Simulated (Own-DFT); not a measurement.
Simulation results for Si3N4 (beta silicon nitride, atoms displaced)

Computed with Own-DFT development build. A calculation, not a measurement: plane-wave PBE density functional theory by an unreviewed code, no spin, of a simulated periodic cell, stress positive in tension, free energy of the whole cell less one offset for each atom, forces on such cells passed a denser k mesh, this cell's mesh not checked; offsets are fitted by least squares, one for each functional and potential file, so energies compare only between cells with the same atoms and settings and are not formation energies; the far tail of each file's local potential was reset to the Coulomb form; each entry is a single point on an unrelaxed cell, so the pressure reflects the starting lattice, mostly measured values (interpolated for alloys), from which strain is counted, and rises with the displacements; printed positions are rounded, which can move forces by about a meV/angstrom; the program, named Own-DFT, is a retired in-house code; no spin-orbit coupling.

### Si3N4 (beta silicon nitride, atoms displaced)

```
cell vectors (Å)
   7.6060     0.0000     0.0000
  -3.8030     6.5870     0.0000
   0.0000     0.0000     8.7270
atoms (fractions of the cell vectors)
Si  0.16972  0.76460  0.08329
Si  0.23057  0.40395  0.08172
Si  0.59385  0.82573  0.08438
Si  0.82700  0.23159  0.25303
Si  0.76890  0.59481  0.24860
Si  0.40332  0.17463  0.25180
N   0.33181  0.03328  0.08188
N   0.97197  0.30528  0.08138
N   0.69446  0.66250  0.08224
N   0.67135  0.97389  0.25332
N   0.03363  0.69824  0.24737
N   0.30344  0.33530  0.24757
N   0.32845  0.66221  0.08707
N   0.66788  0.33862  0.24821
Si  0.17371  0.76709  0.41794
Si  0.23148  0.40005  0.41824
Si  0.59449  0.82913  0.41303
Si  0.82121  0.22740  0.58015
Si  0.76291  0.59382  0.58216
Si  0.40658  0.17352  0.58542
N   0.33735  0.03563  0.41505
N   0.97124  0.30348  0.42152
N   0.70483  0.66554  0.41723
N   0.67104  0.96810  0.58051
N   0.02990  0.70176  0.58663
N   0.29720  0.33026  0.58023
N   0.33867  0.67147  0.41358
N   0.66836  0.33284  0.58872
Si  0.17756  0.77755  0.74977
Si  0.23078  0.40143  0.75025
Si  0.59799  0.82802  0.74876
Si  0.82482  0.22918  0.91494
Si  0.77025  0.59813  0.91652
Si  0.40231  0.16965  0.91509
N   0.33455  0.03340  0.75188
N   0.96893  0.29926  0.74822
N   0.69979  0.66397  0.75150
N   0.66615  0.96637  0.91620
N   0.03562  0.70401  0.92059
N   0.29940  0.33408  0.91378
N   0.33022  0.65717  0.75610
N   0.66594  0.33026  0.91868
```

| Quantity | Value |
| --- | --- |
| functional | PBE |
| potential files | PseudoDojo norm-conserving, scalar-relativistic, standard set |
| wave cutoff | 42 hartree |
| occupations | Fermi-Dirac |
| smearing width | 0.1 eV |
| k mesh | 3 x 3 x 3 centred on Gamma |
| free energy of cell above offsets | -7.054 eV |
| pressure | 5.69 GPa |
| stress xx | -3.29 GPa |
| stress yy | -5.04 GPa |
| stress zz | -8.74 GPa |
| stress yz | 0.66 GPa |
| stress xz | -0.78 GPa |
| stress xy | -0.04 GPa |

Force:
```
element  x (eV/Å)  y (eV/Å)  z (eV/Å)
     Si     1.681      1.12     0.373
     Si    -0.158     0.581    -0.122
     Si    -0.758    -0.784    -0.053
     Si     -0.46     1.528     -0.93
     Si      0.66    -0.153    -0.018
     Si     0.852     0.841    -1.389
      N     -0.24    -1.064     0.712
      N    -0.463    -0.949     0.648
      N    -0.538     1.135     0.411
      N     0.352    -0.385    -1.325
      N    -1.165    -0.069     1.301
      N    -0.064    -0.634     0.721
      N     0.813     1.169    -0.139
      N     0.545    -1.415     0.362
     Si     0.287     0.282    -0.274
     Si    -0.805     1.904    -1.322
     Si     0.848    -1.371     0.939
     Si     0.446     0.894     1.557
     Si     1.767    -0.654     0.969
     Si     0.081     0.916    -0.808
      N    -0.423    -1.362     1.066
      N     0.141    -0.177    -1.293
      N    -2.063     1.526    -0.862
      N    -0.024    -0.181     0.361
      N    -0.119     0.275    -0.698
      N     1.458     -0.99     1.275
      N    -0.485    -1.354     0.395
      N    -0.778    -0.093    -0.434
     Si      0.98    -2.414     0.696
     Si    -1.116     0.405    -0.584
     Si    -0.717    -1.731     0.238
     Si    -0.182     0.552     0.157
     Si     1.094    -1.638     0.313
     Si     0.297     2.127     1.343
      N    -0.213    -0.469    -1.041
      N      -0.1    -0.571    -0.143
      N    -1.062     1.156    -0.643
      N     0.343     0.425     0.175
      N    -1.421    -0.261    -1.693
      N     1.412    -1.415     0.689
      N     -0.34     2.652    -0.698
      N    -0.366     0.644    -0.233
```
